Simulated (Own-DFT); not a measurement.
# Which defects push the lattice out? zincblende GaAs

Everything here is calculated. The program is Own-DFT (plane waves, in-house, since retired, never reviewed by a person); positions were held fixed, and spin and spin-orbit coupling were off.

Settings: PBE; PseudoDojo norm-conserving scalar-relativistic files; cutoff 42 hartree; 3 x 3 x 3 k mesh centred on Gamma; Fermi-Dirac smearing of 0.1 eV.

Known weak points (not all hold for every row): not probed for a lower state with spin; forces not confirmed at this smearing and k mesh; stress not checked against mesh or cutoff.

All runs share one cell, with vectors in Å (11.737, 0.000, 0.000); (0.000, 11.737, 0.000); (0.000, 0.000, 10.833) and a volume of 1492.4 Å³, strained against the parent crystal. Atoms were moved at random from their sites; u is the rms move along one axis. The defect's site can differ from row to row.

```
                             cell     formula   u (Å)  P (GPa)
                        no defect    As32Ga32  0.0281     1.23
                        no defect    As32Ga32  0.0442     1.40
                        no defect    As32Ga32  0.0466     1.50
              one In on a Ga site  As32Ga31In  0.0455     2.16
              one In on a Ga site  As32Ga31In  0.0472     2.00
              one In on a Ga site  As32Ga31In  0.0490     2.02
one As vacancy and one Ga vacancy    As31Ga31  0.0309     0.91
one As vacancy and one Ga vacancy    As31Ga31  0.0489     1.22
one As vacancy and one Ga vacancy    As31Ga31  0.0545     1.11
              one P on an As site   As31Ga32P  0.0278     0.97
              one P on an As site   As31Ga32P  0.0284     1.02
              one P on an As site   As31Ga32P  0.0285        ?
              one P on an As site   As31Ga32P  0.0329     1.04
              one Al on a Ga site  AlAs32Ga31  0.0306     1.22
              one Al on a Ga site  AlAs32Ga31  0.0310     1.23
              one Al on a Ga site  AlAs32Ga31  0.0548     1.54
```

## Working it out

P = P0 + c u² + a shift for each defect gives P0 = 1.15 GPa, c = 143 ± 29 GPa/Å² and a scatter of 0.07 GPa. The shifts, and each times the cell's volume:

- one In on a Ga site: 0.60 ± 0.06 GPa, 5.6 eV
- one Al on a Ga site: -0.05 ± 0.06 GPa, -0.5 eV (not resolved)
- one P on an As site: -0.26 ± 0.06 GPa, -2.4 eV
- one As vacancy and one Ga vacancy: -0.37 ± 0.06 GPa, -3.4 eV

A positive shift means that the defect pushes the cell outwards. Shift times volume (160.2 GPa Å³ is 1 eV) depends little on the cell's size, so, taken for each site, it can be compared between cells at like pressure. The atoms around the defects weren't relaxed, which would change these numbers.

## Check

Question: what pressure belongs in the blank (one P on an As site, u = 0.0285 Å)?

The fitted form gives 1.00 ± 0.08 GPa. The calculation gave 0.97 GPa.
